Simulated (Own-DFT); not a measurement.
# Response to strain: 2H SiC, 72 atoms (C36Si36)

All numbers below are calculated, not measured. They come from Own-DFT, an in-house plane-wave density functional program, since retired, whose code no person has reviewed. Each row is one single-point run on a periodic cell that was not relaxed, without spin or spin-orbit coupling.

Settings of every run: PBE; PseudoDojo norm-conserving scalar-relativistic files; cutoff 42 hartree; 4 x 4 x 3 k mesh centred on Gamma; Fermi-Dirac smearing of 0.1 eV.

Known limits: forces on such cells passed a denser k mesh, each cell not checked; stress not checked against mesh or cutoff.

Unstrained cell vectors in Å: (9.248, 0.000, 0.000); (-4.624, 8.009, 0.000); (0.000, 0.000, 10.068). The unstrained cell has measured lattice constants (interpolated for alloys), not those of this functional. That, the random moves and any unrelaxed bonds set the pressure at no strain. Each run strains this cell uniformly, with the atoms carried along. Every atom was also moved at random, by a Gaussian of width 0.05 Å on each axis. Strain is the symmetric tensor, in per cent. Stress is positive in tension, and the pressure is minus a third of its trace.

```
run  e_xx (%)  e_yy (%)  e_zz (%)  e_yz (%)  e_xz (%)  e_xy (%)  s_xx (GPa)  s_yy (GPa)  s_zz (GPa)  s_yz (GPa)  s_xz (GPa)  s_xy (GPa)  P (GPa)  E (meV/atom)
  1     -1.76      1.94      0.57     -1.82     -0.11      1.68      -12.94        6.21       -5.25       -4.52       -1.20        6.64     3.99          23.7
  2      0.91      0.82      0.49      0.19     -1.26      0.45        2.29        0.36       -4.43        0.17       -4.22        2.66     0.59           5.6
  3      0.85      0.72     -1.52     -1.11     -0.28     -0.17        0.10       -0.82      -15.74       -3.52       -0.50       -1.52     5.49          29.3
  4      1.05     -1.33      1.21     -1.95     -1.40      0.84        0.86      -10.70       -0.80       -5.48       -4.78        4.16     3.55          23.2
  5      1.06     -1.23      0.07     -0.60      0.24     -1.12        0.74      -11.44       -6.87       -2.32        1.07       -5.68     5.86          18.7
  6      1.47     -0.81      0.45      1.45      0.10      1.99        2.22       -7.45       -4.95        5.44       -0.49        9.21     3.39          18.1
  7     -0.27      0.30      1.81     -1.21      0.89     -0.58       -6.68       -2.51        3.59       -3.56        4.64       -3.71     1.87          24.2
  8      0.49      0.09     -0.83      0.82      1.23     -0.02       -1.75       -2.65      -13.29        1.51        4.57        0.08     5.90          14.2
  9      1.69     -1.30     -1.27      0.15     -0.77      1.16       -0.26       -8.82      -16.72        0.93       -3.90        7.51     8.60          53.6
 10      0.09      0.62      0.87      1.49      0.88      0.96       -2.57       -0.13       -2.26        4.88        3.34        4.05     1.65           0.0
 11      0.98     -1.60      1.98      0.25      1.94     -1.02       -1.05      -11.78        5.08        1.19        6.48       -5.31     2.58          14.6
 12      0.31     -0.64     -1.65      0.66     -0.30     -1.50       -3.98       -7.50      -18.32        2.63       -0.13       -6.18     9.93          27.1
 13      0.49     -1.56      0.89     -1.57      0.08     -1.66       -3.54      -10.95       -3.00       -5.28        0.34       -9.09     5.83          11.3
 14     -1.77     -0.95     -1.99      1.15     -1.06      0.73      -17.11      -13.40      -21.50        4.36       -1.66        2.50    17.34          54.1
 15     -0.74      0.79     -1.86      0.17     -0.73      0.30       -7.70       -0.73      -20.90        1.13       -2.24        1.11     9.78          23.6
 16     -0.69     -0.89      0.56      0.33      0.62     -0.61      -11.09      -10.08       -3.17       -0.67        1.70       -2.06     8.11          29.2
 17     -0.01     -0.51      0.03      0.37     -1.26     -1.62           ?           ?           ?           ?           ?           ?        ?             ?
```

E is the free energy for each atom above the lowest run shown.

## Worked fit

Each stress component was fitted by least squares to a constant and the strains of the runs shown, as fractions, with shears doubled. Shear strains stay in the fit of a normal stress only where such slopes are resolved. The slopes, in GPa:

| stress | at no strain | per e_xx | per e_yy | per e_zz | scatter |
|---|---|---|---|---|---|
| s_xx | -5.0 | 578 ± 34 | 144 ± 33 | 33 ± 24 | 1.21 |
| s_yy | -4.2 | 105 ± 29 | 570 ± 28 | 32 ± 21 | 1.03 |
| s_zz | -8.0 | 32 ± 23 | 16 ± 23 | 641 ± 17 | 0.85 |

Each shear stress against twice its own strain: yz 150 ± 12, xz 157 ± 17, xy 235 ± 13 GPa. These are stiffnesses along x, y and z of the frame in which the cell vectors are given, which need not be the crystal's axes. The atoms are held to the strained lattice; where symmetry lets them move under strain, relaxing them would lower some slopes. The table should be nearly symmetric about its diagonal, and what it lacks of that shows the noise. A ninth of its sum, 239 ± 5 GPa, estimates the bulk modulus near the mean pressure of these runs, 5.9 GPa, so it lies above the value at zero pressure.

## Withheld run

Question: what normal stresses and pressure should run 17 give?

The fit gives s_xx = -5.7, s_yy = -7.2, s_zz = -7.9 and P = 6.9 GPa. The calculation gave -5.35, -10.02, -6.63 and P = 7.33 GPa.
